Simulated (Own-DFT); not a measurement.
# How strain changes the stress of beta-Si3N4, 112 atoms (N64Si48)

Calculated results; nothing here was measured. The program, named Own-DFT, is a retired in-house plane-wave density functional code that no person has reviewed. Each row is one single-point run on a periodic cell that was not relaxed, without spin or spin-orbit coupling.

Settings of every run: PBE; PseudoDojo norm-conserving scalar-relativistic files; cutoff 42 hartree; 2 x 2 x 4 k mesh centred on Gamma; Fermi-Dirac smearing of 0.1 eV.

Known limits, some of them of some rows only: some atoms lie very close together; forces on such cells moved up to 12 meV/angstrom on a denser k mesh; stress not checked against mesh or cutoff.

Unstrained cell vectors in Å: (15.212, 0.000, 0.000); (-7.606, 13.174, 0.000); (0.000, 0.000, 5.818). The unstrained cell has measured lattice constants (interpolated for alloys), not those of this functional. That, the random moves and any unrelaxed bonds set the pressure at no strain. Each run strains this cell uniformly, with the atoms carried along. Every atom was also moved at random, by a Gaussian of width 0.05 Å on each axis. Strain is the symmetric tensor, in per cent. Stress is positive in tension, and the pressure is minus a third of its trace.

| run | e_xx (%) | e_yy (%) | e_zz (%) | e_yz (%) | e_xz (%) | e_xy (%) | s_xx (GPa) | s_yy (GPa) | s_zz (GPa) | s_yz (GPa) | s_xz (GPa) | s_xy (GPa) | P (GPa) | E (meV/atom) |
|---|---|---|---|---|---|---|---|---|---|---|---|---|---|---|
| 1 | 0.94 | 0.61 | -0.17 | 1.75 | 0.93 | 1.51 | -3.29 | -1.27 | -11.30 | 5.77 | 2.37 | 4.53 | 5.29 | 23.3 |
| 2 | 0.58 | -1.97 | -0.22 | -1.88 | 1.75 | -0.09 | -6.82 | -18.26 | -12.93 | -6.27 | 5.86 | 0.38 | 12.67 | 26.8 |
| 3 | -1.05 | 1.23 | 1.59 | -0.01 | 0.53 | 0.03 | -7.66 | -2.73 | 0.28 | -0.54 | 1.76 | 0.46 | 3.37 | 0.0 |
| 4 | 2.00 | -0.08 | -0.87 | 1.43 | 0.92 | -1.77 | 3.15 | -5.37 | -15.09 | 3.45 | 4.40 | -7.01 | 5.77 | 7.7 |
| 5 | 1.00 | 0.39 | 1.22 | -1.11 | -0.90 | -0.62 | -1.05 | -3.58 | 0.92 | -2.55 | -1.06 | -3.49 | 1.24 | 1.4 |
| 6 | 0.59 | -0.72 | 0.76 | 0.33 | 1.18 | -1.84 | -5.59 | -8.45 | -7.53 | 2.61 | 4.18 | -8.15 | 7.19 | 23.9 |
| 7 | -0.63 | -1.18 | -1.80 | -2.00 | -0.95 | -1.34 | -14.85 | -15.93 | -25.36 | -6.13 | -5.28 | -5.15 | 18.71 | 46.0 |
| 8 | 0.17 | -0.32 | 0.46 | -0.95 | -0.97 | -1.39 | -7.68 | -6.77 | -8.55 | -4.57 | -4.84 | -5.73 | 7.67 | 28.1 |
| 9 | 1.86 | 0.98 | -0.76 | 0.09 | -1.47 | 1.65 | 4.03 | -1.33 | -13.80 | -0.89 | -5.10 | 6.13 | 3.70 | 5.7 |
| 10 | 1.28 | -0.65 | 1.01 | 1.57 | -1.90 | -1.87 | -0.36 | -11.22 | -4.10 | 6.25 | -7.50 | -7.31 | 5.23 | 39.5 |
| 11 | -1.88 | 0.16 | 1.11 | -1.86 | 1.92 | -0.06 | -15.05 | -8.40 | -5.07 | -5.17 | 7.55 | 0.44 | 9.51 | 23.6 |
| 12 | -1.42 | -1.72 | -0.84 | -0.07 | 1.78 | 1.59 | -18.73 | -21.46 | -19.69 | -1.58 | 7.38 | 7.27 | 19.96 | 57.6 |
| 13 | -1.26 | 0.73 | -1.05 | 1.80 | 0.62 | -1.13 | -14.41 | -6.79 | -18.60 | 7.33 | 4.19 | -4.22 | 13.27 | 40.9 |
| 14 | 1.02 | -0.21 | -1.33 | -1.38 | 0.56 | 1.13 | -2.89 | -9.20 | -21.94 | -7.79 | 3.65 | 7.20 | 11.34 | 44.4 |
| 15 | 1.99 | 0.44 | -1.94 | -1.46 | -1.09 | 0.09 | ? | ? | ? | ? | ? | ? | ? | ? |

E is the free energy for each atom above the lowest run shown.

## Worked fit

Each stress component was fitted by least squares to a constant and the strains of the runs shown, as fractions, with shears doubled. Shear strains stay in the fit of a normal stress only where such slopes are resolved. The slopes, in GPa:

| stress | at no strain | per e_xx | per e_yy | per e_zz | scatter |
|---|---|---|---|---|---|
| s_xx | -7.3 | 526 ± 25 | 169 ± 34 | 103 ± 30 | 1.13 |
| s_yy | -7.8 | 151 ± 35 | 552 ± 47 | 71 ± 42 | 1.58 |
| s_zz | -11.2 | 87 ± 27 | 92 ± 36 | 715 ± 32 | 1.20 |

Each shear stress against twice its own strain: yz 177 ± 16, xz 200 ± 20, xy 202 ± 14 GPa. These are stiffnesses along x, y and z of the frame in which the cell vectors are given, which need not be the crystal's axes. The atoms are held to the strained lattice; where symmetry lets them move under strain, relaxing them would lower some slopes. The table should be nearly symmetric about its diagonal, and what it lacks of that shows the noise. A ninth of its sum, 274 ± 8 GPa, estimates the bulk modulus near the mean pressure of these runs, 8.9 GPa, so it lies above the value at zero pressure.

## Withheld run

Question: what normal stresses and pressure should run 15 give?

The fit gives s_xx = 1.9, s_yy = -3.8, s_zz = -22.9 and P = 8.3 GPa. The calculation gave 3.35, -3.25, -24.96 and P = 8.29 GPa.
